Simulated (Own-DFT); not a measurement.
# Response to strain: beta-Si3N4, 112 atoms (N64Si48)

These are calculations, not measurements. They come from Own-DFT, an in-house plane-wave density functional program, since retired, whose code no person has reviewed. Each row is one single-point run on a periodic cell that was not relaxed, without spin or spin-orbit coupling.

Settings of every run: PBEsol; PseudoDojo norm-conserving scalar-relativistic files, made for PBE; cutoff 42 hartree; 2 x 2 x 4 k mesh centred on Gamma; Fermi-Dirac smearing of 0.1 eV.

Known limits: forces on such cells moved up to 12 meV/angstrom on a denser k mesh; stress not checked against mesh or cutoff.

Unstrained cell vectors in Å: (15.212, 0.000, 0.000); (-7.606, 13.174, 0.000); (0.000, 0.000, 5.818). The unstrained cell has measured lattice constants (interpolated for alloys), not those of this functional. That, the random moves and any unrelaxed bonds set the pressure at no strain. Each run strains this cell uniformly, with the atoms carried along. Every atom was also moved at random, by a Gaussian of width 0.05 Å on each axis. Strain is the symmetric tensor, in per cent. Stress is positive in tension, and the pressure is minus a third of its trace.

```
run  e_xx (%)  e_yy (%)  e_zz (%)  e_yz (%)  e_xz (%)  e_xy (%)  s_xx (GPa)  s_yy (GPa)  s_zz (GPa)  s_yz (GPa)  s_xz (GPa)  s_xy (GPa)  P (GPa)  E (meV/atom)
  1     -0.40     -1.86      1.09     -1.03     -1.20      1.51       -8.34      -15.96       -2.49       -2.24       -4.05        7.72     8.93          43.8
  2      0.58      1.20     -1.63      1.26     -1.97      0.00       -2.85        0.23      -16.64        4.68       -6.38       -0.47     6.42          32.6
  3      0.98     -1.67     -1.25     -1.20     -0.79     -0.62       -0.10      -15.74      -17.71       -3.23       -2.39       -3.15    11.18          56.7
  4      0.71     -0.67     -1.85     -1.13     -0.43     -0.96       -4.96       -9.90      -19.18       -3.59       -1.21       -3.38    11.34          49.8
  5     -1.24      1.33      0.16      0.29      0.68      0.63       -9.63        0.22       -7.07        1.96        1.72        2.58     5.49          29.8
  6     -0.49     -1.32     -0.09     -1.68      2.00      1.16       -8.86      -14.33      -11.34       -5.23        8.86        2.92    11.51          57.5
  7     -1.18     -0.36     -0.76     -1.47      0.26      0.98      -12.46      -10.23      -12.39       -3.33        0.18        2.81    11.69          39.2
  8      0.15      0.71     -1.65      1.05     -1.94      0.38       -3.07       -3.06      -20.65        6.36       -8.74        0.94     8.93          48.1
  9     -0.18      1.44     -1.03     -0.90      1.88     -1.78       -5.46        1.22      -13.70       -3.78        6.40       -6.72     5.98          35.4
 10     -1.66     -1.81     -0.85     -0.39      1.39     -1.26      -17.52      -14.43      -21.23       -0.38        4.21       -5.80    17.73          57.3
 11      0.15     -1.36      1.95     -0.08     -1.41     -1.15       -2.67      -10.67        1.58       -0.44       -5.09       -3.54     3.92          35.3
 12     -0.70      0.88     -1.63      1.59     -1.00      1.73      -10.00       -2.65      -20.07        7.09       -4.04        6.27    10.91          57.9
 13      0.87      0.81     -0.29     -0.52      0.09      1.35        0.43       -0.40       -5.99       -3.24       -0.52        5.27     1.99           0.0
 14      1.83      0.38      0.29      0.85      0.67      0.40        5.83        0.97       -7.09        3.21        2.12        1.06     0.10          27.6
 15      1.13     -0.33     -0.86      1.12     -1.50     -1.97       -0.52       -6.15      -14.32        5.04       -2.16       -6.98     7.00          66.9
 16      0.13     -0.06     -1.00     -0.97     -1.73      0.28           ?           ?           ?           ?           ?           ?        ?             ?
```

E is the free energy for each atom above the lowest run shown.

## Worked fit

Each stress component was fitted by least squares to a constant and the strains of the runs shown, as fractions, with shears doubled. Shear strains stay in the fit of a normal stress only where such slopes are resolved. The slopes, in GPa:

| stress | at no strain | per e_xx | per e_yy | per e_zz | scatter |
|---|---|---|---|---|---|
| s_xx | -4.8 | 562 ± 31 | 100 ± 27 | 110 ± 30 | 1.14 |
| s_yy | -5.1 | 119 ± 27 | 475 ± 28 | 77 ± 25 | 0.93 |
| s_zz | -9.0 | 92 ± 33 | 238 ± 34 | 669 ± 30 | 1.14 |

Also, s_yy gains 63 ± 17 per 2 e_yz; s_yy gains 38 ± 13 per 2 e_xz; s_zz gains -108 ± 21 per 2 e_yz; s_zz gains -50 ± 15 per 2 e_xz.

Each shear stress against twice its own strain: yz 191 ± 16, xz 184 ± 18, xy 183 ± 9 GPa. These are stiffnesses along x, y and z of the frame in which the cell vectors are given, which need not be the crystal's axes. The atoms are held to the strained lattice; where symmetry lets them move under strain, relaxing them would lower some slopes. The table should be nearly symmetric about its diagonal, and what it lacks of that shows the noise. A ninth of its sum, 271 ± 8 GPa, estimates the bulk modulus near the mean pressure of these runs, 8.2 GPa, so it lies above the value at zero pressure.

## Withheld run

Question: what normal stresses and pressure should run 16 give?

The fit gives s_xx = -5.2, s_yy = -8.6, s_zz = -11.9 and P = 8.6 GPa. The calculation gave -5.60, -5.56, -15.87 and P = 9.01 GPa.
